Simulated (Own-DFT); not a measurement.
## Calculated data, SiC (twinned 3C silicon carbide, atoms displaced)

Computed with Own-DFT development build. A calculation, not a measurement: plane-wave PBE density functional theory by an unreviewed code, no spin, of a simulated periodic cell, stress positive in tension, free energy of the whole cell less one offset for each atom, forces on such cells passed a denser k mesh, this cell's mesh not checked; offsets are fitted by least squares, one for each functional and potential file, so energies compare only between cells with the same atoms and settings and are not formation energies; the far tail of each file's local potential was reset to the Coulomb form; each entry is a single point on an unrelaxed cell, so the pressure reflects the starting lattice, mostly measured values (interpolated for alloys), from which strain is counted, and rises with the displacements; printed positions are rounded, which can move forces by about a meV/angstrom; the program, named Own-DFT, is a retired in-house code; no spin-orbit coupling.

Settings shared by all entries: functional PBE; potential files PseudoDojo norm-conserving, scalar-relativistic, standard set; wave cutoff 42 hartree; occupations Fermi-Dirac; smearing width 0.1 eV; hardware one NVIDIA H100; k mesh 5 x 5 x 2 centred on Gamma.

```yaml
- entry: 1
  formula: SiC
  kind: "twinned 3C silicon carbide, atoms displaced"
  structure:
    cell_angstrom:
      - [4.3596, -4.3596, 0.0]
      - [0.0, 4.3596, -4.3596]
      - [8.7192, 8.7192, 8.7192]
    atoms_fractional:
      - [Si, 0.99228, 0.00742, 0.43603]
      - [C, 0.00336, 0.01144, 0.06426]
      - [Si, 0.17031, 0.35178, 0.10535]
      - [C, 0.14945, 0.33115, 0.23251]
      - [Si, 0.32858, 0.17252, 0.27377]
      - [C, 0.32121, 0.14613, 0.39424]
      - [Si, 0.00823, 0.48684, 0.43921]
      - [C, 0.0093, 0.49969, 0.06647]
      - [Si, 0.16767, 0.82063, 0.10051]
      - [C, 0.15379, 0.84804, 0.23185]
      - [Si, 0.33136, 0.65288, 0.27426]
      - [C, 0.33333, 0.68612, 0.39068]
      - [Si, 0.49842, 0.00141, 0.44388]
      - [C, 0.5205, 0.01563, 0.0644]
      - [Si, 0.67905, 0.32836, 0.10816]
      - [C, 0.67458, 0.35205, 0.21858]
      - [Si, 0.84607, 0.17884, 0.27472]
      - [C, 0.82478, 0.16171, 0.39608]
      - [Si, 0.48636, 0.47426, 0.43392]
      - [C, 0.47241, 0.48252, 0.05916]
      - [Si, 0.68372, 0.82504, 0.10093]
      - [C, 0.66477, 0.82293, 0.22202]
      - [Si, 0.83498, 0.65449, 0.27335]
      - [C, 0.84197, 0.66493, 0.40152]
      - [Si, 0.99404, 0.99984, 0.94121]
      - [C, 0.00489, 0.00064, 0.56335]
      - [Si, 0.83758, 0.66964, 0.60824]
      - [C, 0.81465, 0.66321, 0.72975]
      - [Si, 0.65472, 0.82718, 0.77471]
      - [C, 0.66393, 0.83258, 0.90107]
      - [Si, 0.98309, 0.47916, 0.94045]
      - [C, 0.01329, 0.5174, 0.56749]
      - [Si, 0.84259, 0.15991, 0.61141]
      - [C, 0.8391, 0.17189, 0.72725]
      - [Si, 0.66498, 0.33442, 0.7706]
      - [C, 0.67153, 0.33072, 0.8934]
      - [Si, 0.50883, 0.98621, 0.93887]
      - [C, 0.48962, 0.01386, 0.56423]
      - [Si, 0.33135, 0.66943, 0.60698]
      - [C, 0.32081, 0.65818, 0.73093]
      - [Si, 0.16609, 0.82682, 0.77313]
      - [C, 0.14651, 0.82475, 0.89676]
      - [Si, 0.50277, 0.49104, 0.93659]
      - [C, 0.4962, 0.5018, 0.56142]
      - [Si, 0.34256, 0.18061, 0.60366]
      - [C, 0.32282, 0.17583, 0.72906]
      - [Si, 0.15505, 0.32281, 0.77767]
      - [C, 0.1644, 0.3495, 0.89267]
  results:
    "free_energy_of_cell_above_offsets [eV]": "-2.328"
    "pressure [GPa]": 5.87
    "stress_xx [GPa]": -5.4
    "stress_yy [GPa]": -8.47
    "stress_zz [GPa]": -3.74
    "stress_yz [GPa]": -2.08
    "stress_xz [GPa]": -0.85
    "stress_xy [GPa]": -1.55
    force_element: [Si, C, Si, C, Si, C, Si, C, Si, C, Si, C, Si, C, Si, C, Si, C, Si, C, Si, C, Si, C, Si, C, Si, C, Si, C, Si, C, Si, C, Si, C, Si, C, Si, C, Si, C, Si, C, Si, C, Si, C]
    "force_x [eV/angstrom]": [0.673, 0.563, 0.172, 2.0, -1.022, 0.887, 0.375, -2.699, 2.508, 0.587, -0.924, 1.782, -1.134, -1.666, -3.424, 2.924, -4.628, 0.381, 2.065, 3.676, -1.647, 1.694, -0.171, -2.041, 0.556, -0.356, -1.507, 1.669, -0.135, -0.367, 1.316, -1.814, -2.169, 0.344, -0.93, -0.87, -1.609, 2.271, 0.622, 0.975, -1.181, 1.712, -0.833, 0.516, -0.794, 1.157, -1.24, 1.736]
    "force_y [eV/angstrom]": [-1.23, -1.651, -1.137, -1.935, -2.092, 1.125, 2.521, 0.473, 2.963, -3.313, 0.173, -0.529, -0.793, -1.448, -0.779, 3.07, -0.175, 0.561, 1.568, -1.827, 2.063, 2.108, 1.72, -0.4, -0.671, 0.434, -0.347, -0.45, -0.144, -2.698, 0.518, -1.268, -0.419, 2.106, -0.267, 0.517, 3.865, -2.349, -0.438, -0.052, 1.31, -0.584, 0.998, 0.119, 1.891, -1.512, -1.359, -0.236]
    "force_z [eV/angstrom]": [2.679, 0.119, 3.469, -1.363, -0.893, -0.871, -1.527, -0.995, -1.901, 0.32, -4.145, 3.695, -0.377, 1.841, -2.774, 5.594, 1.157, -0.177, -1.956, -1.342, 0.365, 1.445, -1.87, 0.353, -1.057, -0.394, -0.825, 0.034, -0.849, 0.15, -2.38, 1.644, -2.883, 2.785, -0.105, 1.474, -0.872, 1.475, -0.624, -0.134, -0.976, 0.399, 0.121, -0.72, 0.812, 1.543, -2.629, 3.165]
    "wall_time [s]": 183.0
- entry: 2
  formula: SiC
  kind: "twinned 3C silicon carbide, atoms displaced"
  structure:
    cell_angstrom:
      - [4.3596, -4.3596, 0.0]
      - [0.0, 4.3596, -4.3596]
      - [8.7192, 8.7192, 8.7192]
    atoms_fractional:
      - [Si, 0.99961, 0.00541, 0.43076]
      - [C, 0.01261, 0.01327, 0.06703]
      - [Si, 0.15641, 0.33689, 0.10258]
      - [C, 0.17147, 0.33445, 0.22224]
      - [Si, 0.33779, 0.17028, 0.27354]
      - [C, 0.33883, 0.1694, 0.39507]
      - [Si, 0.0089, 0.50374, 0.4361]
      - [C, 0.02078, 0.51083, 0.05609]
      - [Si, 0.1456, 0.82733, 0.1082]
      - [C, 0.17015, 0.8398, 0.22934]
      - [Si, 0.32534, 0.66835, 0.26876]
      - [C, 0.34065, 0.66141, 0.39387]
      - [Si, 0.49144, 0.99181, 0.43569]
      - [C, 0.51419, 0.00964, 0.05961]
      - [Si, 0.67054, 0.32205, 0.11332]
      - [C, 0.66854, 0.32905, 0.22188]
      - [Si, 0.84118, 0.18054, 0.27456]
      - [C, 0.83885, 0.16111, 0.39736]
      - [Si, 0.49698, 0.47939, 0.43692]
      - [C, 0.49172, 0.50438, 0.06283]
      - [Si, 0.67386, 0.84231, 0.09757]
      - [C, 0.66016, 0.81399, 0.22031]
      - [Si, 0.84973, 0.66601, 0.27201]
      - [C, 0.8473, 0.68068, 0.39355]
      - [Si, 0.98199, 0.00023, 0.94136]
      - [C, 0.99401, 0.00726, 0.56587]
      - [Si, 0.82301, 0.65364, 0.60512]
      - [C, 0.82662, 0.66677, 0.72403]
      - [Si, 0.66789, 0.84041, 0.77566]
      - [C, 0.6718, 0.84189, 0.89988]
      - [Si, 0.00667, 0.48723, 0.93548]
      - [C, 0.00785, 0.48384, 0.55543]
      - [Si, 0.85189, 0.18715, 0.60524]
      - [C, 0.85113, 0.18162, 0.72926]
      - [Si, 0.68214, 0.34238, 0.77869]
      - [C, 0.66739, 0.33644, 0.88968]
      - [Si, 0.51233, 0.99238, 0.9409]
      - [C, 0.48787, 0.98498, 0.56643]
      - [Si, 0.33177, 0.66164, 0.60459]
      - [C, 0.32449, 0.66076, 0.72935]
      - [Si, 0.1672, 0.82697, 0.77686]
      - [C, 0.16581, 0.82591, 0.90307]
      - [Si, 0.49924, 0.5089, 0.93824]
      - [C, 0.49873, 0.50372, 0.55871]
      - [Si, 0.32193, 0.16296, 0.61262]
      - [C, 0.34207, 0.16163, 0.73469]
      - [Si, 0.17759, 0.34992, 0.76892]
      - [C, 0.18158, 0.34893, 0.89499]
  results:
    "free_energy_of_cell_above_offsets [eV]": "-1.995"
    "pressure [GPa]": 6.23
    "stress_xx [GPa]": -5.96
    "stress_yy [GPa]": -6.14
    "stress_zz [GPa]": -6.6
    "stress_yz [GPa]": -1.12
    "stress_xz [GPa]": -2.79
    "stress_xy [GPa]": -3.01
    force_element: [Si, C, Si, C, Si, C, Si, C, Si, C, Si, C, Si, C, Si, C, Si, C, Si, C, Si, C, Si, C, Si, C, Si, C, Si, C, Si, C, Si, C, Si, C, Si, C, Si, C, Si, C, Si, C, Si, C, Si, C]
    "force_x [eV/angstrom]": [2.659, -2.292, 1.796, 1.199, -1.323, -0.972, -0.411, -0.751, 1.099, 0.379, 1.382, -0.665, 1.926, 0.119, -4.692, 4.748, -1.847, -1.745, 1.489, 0.981, 0.237, 2.255, -3.001, -0.708, 3.713, -0.337, -0.098, 2.295, -0.991, -1.402, -0.954, 0.953, -2.583, -0.502, -3.947, 3.499, -2.437, 0.454, -0.017, 1.625, -0.924, -0.651, 1.082, 0.684, -0.345, 0.031, 0.442, -1.453]
    "force_y [eV/angstrom]": [0.831, -0.518, -1.188, 2.373, -0.803, -1.026, -0.458, 3.068, -2.877, 0.12, -2.521, 0.043, 0.072, 1.752, -3.49, 4.443, -2.975, 1.801, 1.67, -1.597, 0.763, 2.2, 1.195, -0.625, -2.798, -2.309, -0.849, 1.471, -1.683, -1.606, 2.349, 3.42, -0.111, 0.847, -2.827, 2.713, 3.119, 0.441, -0.178, 0.104, 0.706, -0.093, -1.336, -0.232, -2.057, 0.956, -1.241, -1.06]
    "force_z [eV/angstrom]": [2.357, -0.061, -0.849, 1.683, -1.773, 0.787, -0.19, 2.054, -1.792, 0.251, -0.044, -0.113, 1.217, 1.354, -5.907, 3.971, 0.655, -1.931, -2.738, 0.278, 2.087, 0.165, -1.003, 2.254, -1.107, 0.482, -2.309, 1.781, -1.506, 0.225, -1.421, -1.398, 3.141, 1.057, -2.814, 3.438, -2.319, -2.406, -0.515, -1.675, -1.031, -1.196, 1.607, 2.018, -0.769, -0.527, 3.056, 1.478]
    "wall_time [s]": 198.5
- entry: 3
  formula: SiC
  kind: "twinned 3C silicon carbide, atoms displaced"
  structure:
    cell_angstrom:
      - [4.3596, -4.3596, 0.0]
      - [0.0, 4.3596, -4.3596]
      - [8.7192, 8.7192, 8.7192]
    atoms_fractional:
      - [Si, 0.99773, 0.98248, 0.43327]
      - [C, 0.98569, 0.00309, 0.06421]
      - [Si, 0.16915, 0.33502, 0.10504]
      - [C, 0.17604, 0.35545, 0.22747]
      - [Si, 0.34028, 0.18899, 0.27413]
      - [C, 0.30556, 0.15444, 0.38705]
      - [Si, 0.00066, 0.50042, 0.43301]
      - [C, 0.001, 0.50687, 0.06149]
      - [Si, 0.14581, 0.82125, 0.10056]
      - [C, 0.1687, 0.82508, 0.23201]
      - [Si, 0.3168, 0.63629, 0.27444]
      - [C, 0.33751, 0.67066, 0.39243]
      - [Si, 0.51617, 0.01879, 0.43849]
      - [C, 0.51447, 0.01372, 0.05862]
      - [Si, 0.6626, 0.3282, 0.10786]
      - [C, 0.65758, 0.33994, 0.2216]
      - [Si, 0.82362, 0.15884, 0.26837]
      - [C, 0.83996, 0.14933, 0.39664]
      - [Si, 0.53601, 0.52732, 0.44021]
      - [C, 0.52145, 0.51545, 0.06888]
      - [Si, 0.67829, 0.84699, 0.09971]
      - [C, 0.6557, 0.82182, 0.22959]
      - [Si, 0.83596, 0.68038, 0.27249]
      - [C, 0.81908, 0.6581, 0.39813]
      - [Si, 0.01034, 0.00291, 0.93845]
      - [C, 0.00209, 0.00551, 0.56764]
      - [Si, 0.83898, 0.66253, 0.60776]
      - [C, 0.83791, 0.67301, 0.73048]
      - [Si, 0.67149, 0.83991, 0.77356]
      - [C, 0.68821, 0.84234, 0.89878]
      - [Si, 0.99567, 0.49095, 0.93791]
      - [C, 0.00687, 0.50517, 0.56484]
      - [Si, 0.81949, 0.15158, 0.6032]
      - [C, 0.84684, 0.16917, 0.72773]
      - [Si, 0.65581, 0.34084, 0.77283]
      - [C, 0.67259, 0.32846, 0.89642]
      - [Si, 0.48611, 0.01593, 0.94115]
      - [C, 0.52022, 0.01214, 0.56307]
      - [Si, 0.34044, 0.67245, 0.60469]
      - [C, 0.33658, 0.662, 0.73025]
      - [Si, 0.17836, 0.85926, 0.77411]
      - [C, 0.18444, 0.83969, 0.90076]
      - [Si, 0.49404, 0.51011, 0.93574]
      - [C, 0.47097, 0.51041, 0.5679]
      - [Si, 0.33907, 0.17327, 0.60848]
      - [C, 0.33094, 0.15518, 0.72218]
      - [Si, 0.16802, 0.33118, 0.77481]
      - [C, 0.15665, 0.30933, 0.89051]
  results:
    "free_energy_of_cell_above_offsets [eV]": "0.029"
    "pressure [GPa]": 7.46
    "stress_xx [GPa]": -7.75
    "stress_yy [GPa]": -7.45
    "stress_zz [GPa]": -7.19
    "stress_yz [GPa]": -2.13
    "stress_xz [GPa]": 0.59
    "stress_xy [GPa]": -1.18
    force_element: [Si, C, Si, C, Si, C, Si, C, Si, C, Si, C, Si, C, Si, C, Si, C, Si, C, Si, C, Si, C, Si, C, Si, C, Si, C, Si, C, Si, C, Si, C, Si, C, Si, C, Si, C, Si, C, Si, C, Si, C]
    "force_x [eV/angstrom]": [2.152, 2.644, 0.655, -3.622, -2.995, 5.854, 1.933, -0.636, 3.386, -0.699, 2.44, 1.732, -2.545, -0.566, -1.21, 3.834, 0.087, -1.169, -6.244, -3.496, -1.32, 0.194, -0.967, 2.536, -0.537, -0.904, -0.677, 0.63, -0.23, -2.329, 0.383, -1.57, 4.776, -1.024, 1.092, -1.295, 2.934, -3.914, -1.065, 0.678, -1.344, -3.369, 1.801, 2.728, -2.837, 3.449, -2.384, 3.031]
    "force_y [eV/angstrom]": [2.632, -2.514, 0.143, -2.598, -3.444, 0.716, -0.26, -1.33, 1.068, 0.763, 2.719, 1.14, -0.538, 1.948, -1.57, 1.941, 0.264, 1.564, 4.986, -0.575, 2.596, 0.261, -1.881, -4.542, 0.298, -2.497, 0.974, 0.52, -0.279, 1.109, -0.363, -0.404, -0.135, 1.825, -2.619, 1.767, -3.681, 1.749, 4.693, 1.493, -2.496, 0.329, -0.805, -7.78, -1.642, 3.583, -1.827, 2.7]
    "force_z [eV/angstrom]": [0.413, -1.921, -1.351, 4.486, -0.394, 0.879, 1.686, 1.572, -0.613, -1.326, -5.718, 1.106, 0.769, 2.193, -2.619, 2.951, -0.204, -2.499, 4.766, -0.027, 2.737, -1.463, -0.033, -2.51, 1.599, 0.147, -1.062, 0.708, -0.342, 0.115, -0.614, -0.051, -1.863, 0.443, -0.169, -1.446, -0.081, 0.497, -0.52, -0.386, 3.159, 0.456, 0.975, 0.766, -2.203, 0.258, -2.483, -0.786]
    "wall_time [s]": 191.8
- entry: 4
  formula: SiC
  kind: "twinned 3C silicon carbide, atoms displaced"
  structure:
    cell_angstrom:
      - [4.3596, -4.3596, 0.0]
      - [0.0, 4.3596, -4.3596]
      - [8.7192, 8.7192, 8.7192]
    atoms_fractional:
      - [Si, 0.00107, 0.99615, 0.43689]
      - [C, 0.00203, 0.9979, 0.07118]
      - [Si, 0.17252, 0.32931, 0.10552]
      - [C, 0.16867, 0.33069, 0.23003]
      - [Si, 0.34177, 0.16098, 0.27554]
      - [C, 0.33014, 0.17385, 0.39433]
      - [Si, 0.99521, 0.49667, 0.44028]
      - [C, 0.98836, 0.48618, 0.05736]
      - [Si, 0.16083, 0.82926, 0.10567]
      - [C, 0.16672, 0.82979, 0.22826]
      - [Si, 0.31939, 0.63975, 0.26815]
      - [C, 0.32089, 0.66931, 0.39378]
      - [Si, 0.50164, 0.00981, 0.44188]
      - [C, 0.48686, 0.00037, 0.06196]
      - [Si, 0.65675, 0.32761, 0.11008]
      - [C, 0.66926, 0.339, 0.23401]
      - [Si, 0.83268, 0.16257, 0.26955]
      - [C, 0.82219, 0.14914, 0.40136]
      - [Si, 0.49514, 0.49087, 0.43895]
      - [C, 0.50754, 0.5012, 0.05962]
      - [Si, 0.6769, 0.85836, 0.1021]
      - [C, 0.67593, 0.83318, 0.2305]
      - [Si, 0.84353, 0.67596, 0.26589]
      - [C, 0.83771, 0.66156, 0.39558]
      - [Si, 0.00877, 0.98921, 0.93825]
      - [C, 0.00361, 0.99644, 0.56072]
      - [Si, 0.84367, 0.68457, 0.6014]
      - [C, 0.83775, 0.67853, 0.72977]
      - [Si, 0.6604, 0.82696, 0.77354]
      - [C, 0.64551, 0.81384, 0.9002]
      - [Si, 0.9826, 0.50403, 0.93329]
      - [C, 0.99076, 0.4936, 0.55995]
      - [Si, 0.85238, 0.18666, 0.6084]
      - [C, 0.83424, 0.16541, 0.72467]
      - [Si, 0.66347, 0.34392, 0.76113]
      - [C, 0.65771, 0.35139, 0.89889]
      - [Si, 0.50862, 0.02102, 0.93868]
      - [C, 0.48098, 0.00528, 0.56141]
      - [Si, 0.32967, 0.66363, 0.60388]
      - [C, 0.3229, 0.66783, 0.72725]
      - [Si, 0.15912, 0.82067, 0.7666]
      - [C, 0.17363, 0.83609, 0.89798]
      - [Si, 0.50241, 0.51656, 0.93826]
      - [C, 0.51557, 0.50427, 0.56928]
      - [Si, 0.35213, 0.19567, 0.60609]
      - [C, 0.34054, 0.1727, 0.72893]
      - [Si, 0.16208, 0.33719, 0.76696]
      - [C, 0.15123, 0.32778, 0.89852]
  results:
    "free_energy_of_cell_above_offsets [eV]": "-3.729"
    "pressure [GPa]": 5.37
    "stress_xx [GPa]": -4.3
    "stress_yy [GPa]": -4.89
    "stress_zz [GPa]": -6.93
    "stress_yz [GPa]": -0.09
    "stress_xz [GPa]": 0.53
    "stress_xy [GPa]": -0.22
    force_element: [Si, C, Si, C, Si, C, Si, C, Si, C, Si, C, Si, C, Si, C, Si, C, Si, C, Si, C, Si, C, Si, C, Si, C, Si, C, Si, C, Si, C, Si, C, Si, C, Si, C, Si, C, Si, C, Si, C, Si, C]
    "force_x [eV/angstrom]": [-0.436, -1.145, -0.563, -0.913, -1.599, 0.833, -1.073, 1.743, -0.666, 1.238, 2.676, 1.445, -1.962, 1.232, -0.228, -0.441, 0.888, 0.141, 0.356, 0.835, -1.039, -2.037, 0.664, -0.827, -0.675, 1.381, 0.788, -1.341, -0.119, 1.674, 2.014, 2.276, -4.008, 0.915, 2.408, -1.457, -0.735, 2.535, -0.19, 0.972, 2.209, -0.936, -2.292, -1.809, -2.234, -1.589, 1.495, -0.405]
    "force_y [eV/angstrom]": [0.208, -1.432, 0.295, -1.372, -0.151, -0.125, -1.771, 1.431, -1.253, -0.624, 2.053, -0.539, -1.12, -0.025, -1.098, -1.049, 0.975, -0.507, 0.885, 2.158, -0.282, 0.773, 1.006, 0.753, 2.681, 1.79, -0.399, -0.545, 0.679, 0.509, -1.025, 1.194, -2.39, 2.071, 0.57, -2.83, -0.518, -0.793, 0.222, -1.367, 2.402, -1.246, 0.043, 0.885, -1.198, 0.637, 0.414, -0.974]
    "force_z [eV/angstrom]": [0.387, -1.897, -1.761, 1.484, -1.112, 1.594, -0.632, 0.801, 0.824, 0.055, -2.338, 1.008, 0.421, 0.089, -1.808, 0.168, 0.918, -2.353, -2.233, 0.536, 2.863, -0.533, 1.974, -0.237, -0.761, -2.007, 1.502, -0.18, -0.839, -5.765, 1.299, -0.301, 0.776, 1.508, 2.101, -0.586, 0.869, 1.204, -1.667, 0.365, -1.118, -0.877, 4.311, -2.898, 3.461, 0.481, 1.922, -1.018]
    "wall_time [s]": 189.9
- entry: 5
  formula: SiC
  kind: "twinned 3C silicon carbide, atoms displaced"
  structure:
    cell_angstrom:
      - [4.3596, -4.3596, 0.0]
      - [0.0, 4.3596, -4.3596]
      - [8.7192, 8.7192, 8.7192]
    atoms_fractional:
      - [Si, 0.9957, 8.0e-05, 0.44146]
      - [C, 0.99457, 0.97683, 0.06269]
      - [Si, 0.15105, 0.33661, 0.09851]
      - [C, 0.16598, 0.34473, 0.22681]
      - [Si, 0.33191, 0.15949, 0.27108]
      - [C, 0.34454, 0.17571, 0.39843]
      - [Si, 0.98397, 0.50931, 0.43691]
      - [C, 0.99948, 0.49297, 0.06509]
      - [Si, 0.17801, 0.83777, 0.10028]
      - [C, 0.16373, 0.82806, 0.22743]
      - [Si, 0.32751, 0.66253, 0.2748]
      - [C, 0.33584, 0.65473, 0.39557]
      - [Si, 0.49005, 0.9918, 0.44]
      - [C, 0.48999, 0.00333, 0.06188]
      - [Si, 0.67417, 0.34109, 0.10007]
      - [C, 0.67028, 0.3313, 0.22494]
      - [Si, 0.83315, 0.17504, 0.27464]
      - [C, 0.83362, 0.18122, 0.39963]
      - [Si, 0.50511, 0.52058, 0.4337]
      - [C, 0.47858, 0.49199, 0.06133]
      - [Si, 0.66891, 0.83336, 0.11107]
      - [C, 0.64979, 0.81468, 0.23084]
      - [Si, 0.84288, 0.6721, 0.27462]
      - [C, 0.81945, 0.64397, 0.40252]
      - [Si, 0.99103, 0.00817, 0.94042]
      - [C, 0.98209, 0.99969, 0.56824]
      - [Si, 0.82481, 0.6668, 0.61006]
      - [C, 0.83077, 0.67221, 0.73121]
      - [Si, 0.67259, 0.83812, 0.7724]
      - [C, 0.64114, 0.83134, 0.89106]
      - [Si, 0.00544, 0.5197, 0.93349]
      - [C, 0.01223, 0.49976, 0.56544]
      - [Si, 0.82787, 0.15869, 0.61037]
      - [C, 0.84252, 0.19505, 0.73872]
      - [Si, 0.66691, 0.32802, 0.76854]
      - [C, 0.68098, 0.33494, 0.89451]
      - [Si, 0.5107, 4.0e-05, 0.93867]
      - [C, 0.49197, 0.00089, 0.56465]
      - [Si, 0.33025, 0.66351, 0.60254]
      - [C, 0.33584, 0.65097, 0.73293]
      - [Si, 0.17859, 0.85132, 0.77005]
      - [C, 0.17456, 0.84324, 0.90053]
      - [Si, 0.49977, 0.49323, 0.93682]
      - [C, 0.504, 0.49435, 0.57035]
      - [Si, 0.32538, 0.16709, 0.60806]
      - [C, 0.32252, 0.15984, 0.72868]
      - [Si, 0.19225, 0.35271, 0.77071]
      - [C, 0.16837, 0.32461, 0.891]
  results:
    "free_energy_of_cell_above_offsets [eV]": "-2.774"
    "pressure [GPa]": 5.83
    "stress_xx [GPa]": -4.81
    "stress_yy [GPa]": -6.59
    "stress_zz [GPa]": -6.09
    "stress_yz [GPa]": 0.32
    "stress_xz [GPa]": -0.96
    "stress_xy [GPa]": 2.33
    force_element: [Si, C, Si, C, Si, C, Si, C, Si, C, Si, C, Si, C, Si, C, Si, C, Si, C, Si, C, Si, C, Si, C, Si, C, Si, C, Si, C, Si, C, Si, C, Si, C, Si, C, Si, C, Si, C, Si, C, Si, C]
    "force_x [eV/angstrom]": [0.379, -0.299, 2.567, -0.178, -0.16, -1.677, 4.333, -2.045, -0.635, 0.944, -1.04, -1.501, 0.88, 2.711, -1.16, 0.433, -0.696, -0.871, 0.87, 1.872, -2.257, 2.67, -2.204, -0.594, -0.906, 0.679, 0.698, 1.146, -0.703, 3.226, 0.768, -2.418, -0.207, -0.972, 0.222, -0.987, -1.068, 0.35, 1.813, 0.233, -0.56, -1.127, -0.357, -1.98, -1.01, 1.762, -2.193, 1.25]
    "force_y [eV/angstrom]": [0.305, 2.493, -1.779, -0.72, 0.426, 0.296, -2.791, 0.725, 1.049, 0.588, -1.063, 3.624, -0.071, -1.914, 1.594, 1.501, -1.424, -1.261, -0.318, -0.758, -0.964, 0.891, -0.545, 1.417, -1.844, -2.205, -1.794, -0.389, 0.459, -1.898, -1.474, 1.398, 1.836, -5.134, 3.411, 1.316, 2.142, -0.172, 0.302, 1.518, -0.495, 0.231, 0.327, -0.085, -1.083, -0.17, 0.521, 1.98]
    "force_z [eV/angstrom]": [-0.841, -1.417, 3.213, 1.962, -1.543, 0.703, 3.715, -3.351, 2.149, -0.072, -0.988, -1.79, -1.055, -0.355, 1.143, 0.411, 0.003, 1.393, 5.432, -0.865, -0.523, -0.637, 0.356, -5.784, 0.303, 0.084, -0.37, 0.452, -1.003, 1.842, 1.985, -0.056, -1.614, 1.071, -0.792, 0.076, -0.8, 0.604, 0.717, -5.603, 3.84, -1.791, -0.421, -1.862, -0.286, -1.411, 3.778, -0.003]
    "wall_time [s]": 186.6
```
